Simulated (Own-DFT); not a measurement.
# Point defects and the pressure they add: C11b WSi2

Everything here is calculated. The program is Own-DFT (plane waves, in-house, since retired, never reviewed by a person); positions were held fixed, and spin and spin-orbit coupling were off.

Settings: PBE; PseudoDojo norm-conserving scalar-relativistic files; cutoff 50 hartree; 5 x 5 x 5 k mesh centred on Gamma; cold (Marzari-Vanderbilt) smearing of 0.2 eV.

Keep in mind: forces on such cells failed a check on a denser k mesh; stress not checked against mesh or cutoff.

All runs share one cell, with vectors in Å (-2.148, -5.953, 3.409); (-6.444, 2.976, 1.136); (-2.553, -2.948, -6.757) and a volume of 403.2 Å³. Atoms were moved at random from their sites; u is the rms move along one axis. The defect's site can differ from row to row.

```
              cell  formula   u (Å)  P (GPa)
         no defect  Si20W10  0.0212     4.33
         no defect  Si20W10  0.0495     5.84
         no defect  Si20W10  0.0519     6.37
    one Si vacancy  Si19W10  0.0283     3.36
    one Si vacancy  Si19W10  0.0284     2.99
    one Si vacancy  Si19W10  0.0464     4.28
    one Si vacancy  Si19W10  0.0513        ?
     one W vacancy   Si20W9  0.0303     3.58
     one W vacancy   Si20W9  0.0308     3.76
     one W vacancy   Si20W9  0.0490     4.58
one Si on a W site   Si21W9  0.0279     6.15
one Si on a W site   Si21W9  0.0310     6.26
one Si on a W site   Si21W9  0.0547     7.51
one W on a Si site  Si19W11  0.0292     9.91
one W on a Si site  Si19W11  0.0308     9.77
one W on a Si site  Si19W11  0.0432     9.99
```

## Worked fit

P = P0 + c u² + a shift for each defect gives P0 = 4.23 GPa, c = 688 ± 74 GPa/Å² and a scatter of 0.23 GPa. The shifts, and each times the cell's volume:

- one W on a Si site: 4.82 ± 0.19 GPa, 12.1 eV
- one Si on a W site: 1.32 ± 0.19 GPa, 3.3 eV
- one W vacancy: -1.24 ± 0.19 GPa, -3.1 eV
- one Si vacancy: -1.55 ± 0.19 GPa, -3.9 eV

A positive shift means that the defect pushes the cell outwards. Shift times volume (160.2 GPa Å³ is 1 eV) depends little on the cell's size, so, taken for each site, it can be compared between cells at like pressure. The atoms around the defects weren't relaxed, which would change these numbers.

## Prediction

Q: what pressure belongs in the blank (one Si vacancy, u = 0.0513 Å)?

The fit gives 4.49 ± 0.28 GPa. DFT gave 5.38 GPa. The miss is larger than the scatter suggests: chance, or a term that the fit lacks.
